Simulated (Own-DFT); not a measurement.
# Response to strain: zincblende GaAs, 64 atoms (As32Ga32)

These are calculations, not measurements. They come from Own-DFT, an in-house plane-wave density functional program, since retired, whose code no person has reviewed. Each row is one single-point run on a periodic cell that was not relaxed, without spin or spin-orbit coupling.

Settings of every run: PBE; PseudoDojo norm-conserving scalar-relativistic files; cutoff 42 hartree; 3 x 3 x 3 k mesh centred on Gamma; Fermi-Dirac smearing of 0.1 eV.

Known limits: forces not confirmed at this smearing and k mesh; stress not checked against mesh or cutoff.

Unstrained cell vectors in Å: (11.307, 0.000, 0.000); (0.000, 11.307, 0.000); (0.000, 0.000, 11.307). The unstrained cell has measured lattice constants (interpolated for alloys), not those of this functional. That, the random moves and any unrelaxed bonds set the pressure at no strain. Each run strains this cell uniformly, with the atoms carried along. Every atom was also moved at random, by a Gaussian of width 0.05 Å on each axis. Strain is the symmetric tensor, in per cent. Stress is positive in tension, and the pressure is minus a third of its trace.

```
run,e_xx (%),e_yy (%),e_zz (%),e_yz (%),e_xz (%),e_xy (%),s_xx (GPa),s_yy (GPa),s_zz (GPa),s_yz (GPa),s_xz (GPa),s_xy (GPa),P (GPa),E (meV/atom)
1,1.78,0.19,1.94,1.76,-1.72,0.66,-1.21,-2.10,-1.08,2.43,-2.72,1.43,1.46,1.0
2,0.49,0.24,0.02,-1.33,-0.93,1.85,-3.54,-3.64,-3.69,-0.91,-1.34,2.71,3.62,13.3
3,-1.98,1.33,0.20,0.47,0.31,-0.89,-5.33,-3.62,-4.24,0.37,0.91,-1.60,4.40,14.0
4,-1.28,0.25,-1.00,-1.71,1.73,1.82,-6.20,-5.36,-6.15,-2.94,2.70,3.45,5.91,32.2
5,0.95,-0.26,1.40,1.00,1.00,-0.89,-2.55,-3.11,-2.15,1.37,1.72,-2.16,2.61,2.9
6,-1.94,1.56,-0.49,-0.38,-1.52,0.45,-5.64,-3.57,-5.03,-0.31,-1.87,1.16,4.75,17.5
7,-0.32,-0.72,1.24,-1.35,-0.38,1.39,-4.31,-4.51,-3.42,-2.10,-0.15,2.75,4.08,15.2
8,-0.87,0.38,0.81,0.92,0.46,-0.94,-4.18,-3.59,-3.30,1.28,0.87,-1.38,3.69,0.0
9,-0.85,-1.80,-0.05,-0.88,-1.91,1.45,-6.51,-7.01,-5.99,-1.06,-4.14,2.51,6.50,33.2
10,-1.96,0.21,-0.93,-0.27,-1.47,1.41,-6.77,-5.46,-6.24,-0.50,-2.14,2.35,6.16,20.2
11,-0.07,0.75,-1.46,-1.16,-1.01,-0.96,-4.80,-4.14,-5.65,-2.25,-1.57,-1.85,4.86,25.1
12,0.89,-0.13,0.33,1.72,0.20,1.79,-3.30,-3.78,-3.55,2.53,0.32,2.62,3.55,18.3
13,1.85,-0.72,1.61,-1.60,-0.44,0.20,-1.65,-3.16,-2.00,-2.77,-0.98,-0.16,2.27,3.6
14,-0.85,0.94,-0.87,1.28,1.77,1.21,-5.17,-4.25,-5.31,1.85,3.11,2.08,4.91,25.2
15,-0.68,0.03,1.89,-1.34,1.21,1.47,?,?,?,?,?,?,?,?
```

E is the free energy for each atom above the lowest run shown.

## Worked fit

Each stress component was fitted by least squares to a constant and the strains of the runs shown, as fractions, with shears doubled. Shear strains stay in the fit of a normal stress only where such slopes are resolved. The slopes, in GPa:

| stress | at no strain | per e_xx | per e_yy | per e_zz | scatter |
|---|---|---|---|---|---|
| s_xx | -4.3 | 103 ± 3 | 68 ± 4 | 68 ± 4 | 0.11 |
| s_yy | -4.3 | 51 ± 4 | 122 ± 5 | 61 ± 5 | 0.13 |
| s_zz | -4.3 | 49 ± 4 | 63 ± 5 | 123 ± 5 | 0.14 |

Each shear stress against twice its own strain: yz 74 ± 6, xz 82 ± 3, xy 90 ± 5 GPa. These are stiffnesses along x, y and z of the frame in which the cell vectors are given, which need not be the crystal's axes. The atoms are held to the strained lattice; where symmetry lets them move under strain, relaxing them would lower some slopes. The table should be nearly symmetric about its diagonal, and what it lacks of that shows the noise. A ninth of its sum, 79 ± 2 GPa, estimates the bulk modulus near the mean pressure of these runs, 4.2 GPa, so it lies above the value at zero pressure.

## Withheld run

Question: what normal stresses and pressure should run 15 give?

The fit gives s_xx = -3.7, s_yy = -3.4, s_zz = -2.3 and P = 3.1 GPa. The calculation gave -3.80, -3.34, -2.35 and P = 3.16 GPa.
